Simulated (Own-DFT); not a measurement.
# How strain changes the stress of hcp Ru, 36 atoms (Ru36)

These are calculations, not measurements. They come from Own-DFT, an in-house plane-wave density functional program, since retired, whose code no person has reviewed. Each row is one single-point run on a periodic cell that was not relaxed, without spin or spin-orbit coupling.

Settings of every run: PBE; PseudoDojo norm-conserving scalar-relativistic files; cutoff 50 hartree; 5 x 5 x 4 k mesh centred on Gamma; cold (Marzari-Vanderbilt) smearing of 0.2 eV.

Known limits: forces on such cells failed a check on a denser k mesh; stress not checked against mesh or cutoff.

Unstrained cell vectors in Å: (8.118, 0.000, 0.000); (-4.059, 7.030, 0.000); (0.000, 0.000, 8.563). The unstrained cell has measured lattice constants (interpolated for alloys), not those of this functional. That, the random moves and any unrelaxed bonds set the pressure at no strain. Each run strains this cell uniformly, with the atoms carried along. Every atom was also moved at random, by a Gaussian of width 0.05 Å on each axis. Strain is the symmetric tensor, in per cent. Stress is positive in tension, and the pressure is minus a third of its trace.

| run | e_xx (%) | e_yy (%) | e_zz (%) | e_yz (%) | e_xz (%) | e_xy (%) | s_xx (GPa) | s_yy (GPa) | s_zz (GPa) | s_yz (GPa) | s_xz (GPa) | s_xy (GPa) | P (GPa) | E (meV/atom) |
|---|---|---|---|---|---|---|---|---|---|---|---|---|---|---|
| 1 | 0.80 | 1.71 | 0.73 | -0.73 | -0.79 | 0.04 | 1.32 | 5.40 | 1.14 | -2.44 | -2.62 | -0.24 | -2.62 | 5.3 |
| 2 | -1.56 | -0.52 | 1.91 | -1.01 | 0.75 | -0.74 | -15.49 | -9.75 | 1.34 | -3.44 | 2.49 | -2.59 | 7.97 | 17.7 |
| 3 | 0.51 | -0.24 | -1.45 | 1.83 | 0.13 | 0.18 | -7.33 | -11.68 | -17.27 | 7.83 | 0.60 | 0.80 | 12.09 | 26.4 |
| 4 | 0.62 | 0.90 | 0.52 | 0.13 | -1.28 | -0.15 | -1.55 | 0.84 | -1.37 | 0.67 | -4.91 | -0.17 | 0.70 | 0.0 |
| 5 | -0.47 | -1.94 | 0.65 | -2.00 | 1.59 | 0.58 | -13.67 | -21.14 | -9.62 | -7.55 | 6.04 | 2.42 | 14.81 | 55.7 |
| 6 | 1.32 | 1.14 | -1.64 | 1.32 | -1.48 | 0.34 | -1.46 | -1.33 | -14.52 | 5.45 | -6.05 | 1.81 | 5.77 | 25.5 |
| 7 | 0.13 | -0.48 | 0.76 | -1.71 | -1.52 | -0.44 | -7.00 | -7.57 | -3.70 | -6.10 | -6.14 | -2.52 | 6.09 | 15.3 |
| 8 | 0.29 | -1.42 | -0.92 | -1.58 | -1.05 | -1.67 | -12.05 | -18.23 | -17.30 | -6.43 | -4.89 | -7.57 | 15.86 | 56.0 |
| 9 | -1.04 | -0.48 | -0.14 | 1.69 | -0.62 | -0.40 | -15.48 | -12.26 | -12.19 | 6.68 | -2.98 | -1.51 | 13.31 | 26.1 |
| 10 | -0.75 | 1.09 | -0.78 | -1.11 | -0.41 | 1.67 | -12.05 | -4.52 | -12.20 | -4.28 | -1.54 | 6.68 | 9.59 | 24.2 |
| 11 | 0.99 | -1.00 | -1.74 | -0.98 | -0.21 | -0.76 | -7.82 | -16.78 | -20.46 | -3.99 | -0.68 | -3.52 | 15.02 | 49.3 |
| 12 | -1.10 | -0.42 | -1.58 | -0.74 | 0.33 | 0.90 | -18.69 | -16.17 | -21.93 | -2.95 | 1.13 | 3.20 | 18.93 | 40.0 |
| 13 | -1.83 | 1.91 | -1.84 | 0.79 | -1.18 | 1.64 | -21.49 | -3.07 | -21.62 | 3.50 | -6.04 | 6.47 | 15.39 | 61.2 |
| 14 | 0.02 | -0.82 | -1.74 | -0.93 | 1.42 | 0.02 | -13.43 | -16.91 | -24.04 | -4.29 | 6.34 | 0.22 | 18.13 | 64.6 |
| 15 | 1.70 | -1.58 | -0.87 | 0.96 | -1.47 | -0.74 | -2.60 | -16.46 | -13.72 | 3.77 | -4.98 | -3.61 | 10.93 | 32.9 |
| 16 | 1.03 | 1.11 | -0.87 | 0.43 | -1.08 | -0.47 | ? | ? | ? | ? | ? | ? | ? | ? |

E is the free energy for each atom above the lowest run shown.

## Worked fit

Each stress component was fitted by least squares to a constant and the strains of the runs shown, as fractions, with shears doubled. Shear strains stay in the fit of a normal stress only where such slopes are resolved. The slopes, in GPa:

| stress | at no strain | per e_xx | per e_yy | per e_zz | scatter |
|---|---|---|---|---|---|
| s_xx | -8.4 | 633 ± 19 | 184 ± 16 | 207 ± 16 | 0.72 |
| s_yy | -7.8 | 189 ± 20 | 644 ± 17 | 225 ± 17 | 0.76 |
| s_zz | -8.3 | 205 ± 22 | 210 ± 19 | 704 ± 19 | 0.84 |

Each shear stress against twice its own strain: yz 201 ± 4, xz 210 ± 8, xy 202 ± 8 GPa. These are stiffnesses along x, y and z of the frame in which the cell vectors are given, which need not be the crystal's axes. The atoms are held to the strained lattice; where symmetry lets them move under strain, relaxing them would lower some slopes. The table should be nearly symmetric about its diagonal, and what it lacks of that shows the noise. A ninth of its sum, 356 ± 9 GPa, estimates the bulk modulus near the mean pressure of these runs, 10.8 GPa, so it lies above the value at zero pressure.

## Withheld run

Question: what normal stresses and pressure should run 16 give?

The fit gives s_xx = -1.6, s_yy = -0.6, s_zz = -10.0 and P = 4.1 GPa. The calculation gave -0.97, -2.15, -9.90 and P = 4.34 GPa.
